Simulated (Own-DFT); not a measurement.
# What a defect does to the pressure of its cell: 4H SiC

Source: density functional calculations with Own-DFT, an unreviewed in-house program that is no longer used. Nothing was measured or relaxed, and spin and spin-orbit coupling are left out.

All runs used: PBE; PseudoDojo norm-conserving scalar-relativistic files; cutoff 42 hartree; 4 x 4 x 3 k mesh centred on Gamma; Fermi-Dirac smearing of 0.1 eV.

Keep in mind (not all hold for every row): not probed for a lower state with spin; forces on such cells passed a denser k mesh, each cell not checked; stress not checked against mesh or cutoff.

All runs share one cell, with vectors in Å (9.248, 0.000, 0.000); (-4.624, 8.009, 0.000); (0.000, 0.000, 10.068) and a volume of 745.7 Å³. u is the rms random offset of the atoms per axis. The defect's site can differ from row to row.

```
                                     cell     formula   u (Å)  P (GPa)
                                no defect     C36Si36  0.0277     3.46
                                no defect     C36Si36  0.0328     3.95
                                no defect     C36Si36  0.0585     6.16
one Al on a Si site and one N on a C site  AlC35NSi35  0.0484     5.58
one Al on a Si site and one N on a C site  AlC35NSi35  0.0487     5.55
one Al on a Si site and one N on a C site  AlC35NSi35  0.0489     5.11
                   two N on a C site each   C34N2Si36  0.0302     2.79
                   two N on a C site each   C34N2Si36  0.0316     2.80
                   two N on a C site each   C34N2Si36  0.0480     3.90
one C on a Si site and one Si on a C site     C36Si36  0.0297     7.06
one C on a Si site and one Si on a C site     C36Si36  0.0303     7.59
one C on a Si site and one Si on a C site     C36Si36  0.0475     8.54
                 two Al on a Si site each  Al2C36Si34  0.0301     5.80
                 two Al on a Si site each  Al2C36Si34  0.0306        ?
                 two Al on a Si site each  Al2C36Si34  0.0459     6.64
                 two Al on a Si site each  Al2C36Si34  0.0484     7.35
```

## Fit

P = P0 + c u² + a shift for each defect gives P0 = 2.87 GPa, c = 944 ± 81 GPa/Å² and a scatter of 0.23 GPa. The shifts, and each times the cell's volume:

- one C on a Si site and one Si on a C site: 3.58 ± 0.19 GPa, 16.7 eV
- two Al on a Si site each: 2.04 ± 0.18 GPa, 9.5 eV (4.8 eV for each of its 2 sites)
- one Al on a Si site and one N on a C site: 0.31 ± 0.19 GPa, 1.4 eV (not resolved)
- two N on a C site each: -1.03 ± 0.19 GPa, -4.8 eV (-2.4 eV for each of its 2 sites)

Positive is outwards. The product with the volume (160.2 GPa Å³ to the eV) is nearly free of the cell's size; divided by the bulk modulus at the cell's pressure it gives the volume that the defect adds. The atoms around the defects weren't relaxed, which would change these numbers.

## Check

Question: what pressure belongs in the blank (two Al on a Si site each, u = 0.0306 Å)?

The fitted form gives 5.79 ± 0.27 GPa. The calculation gave 5.90 GPa.
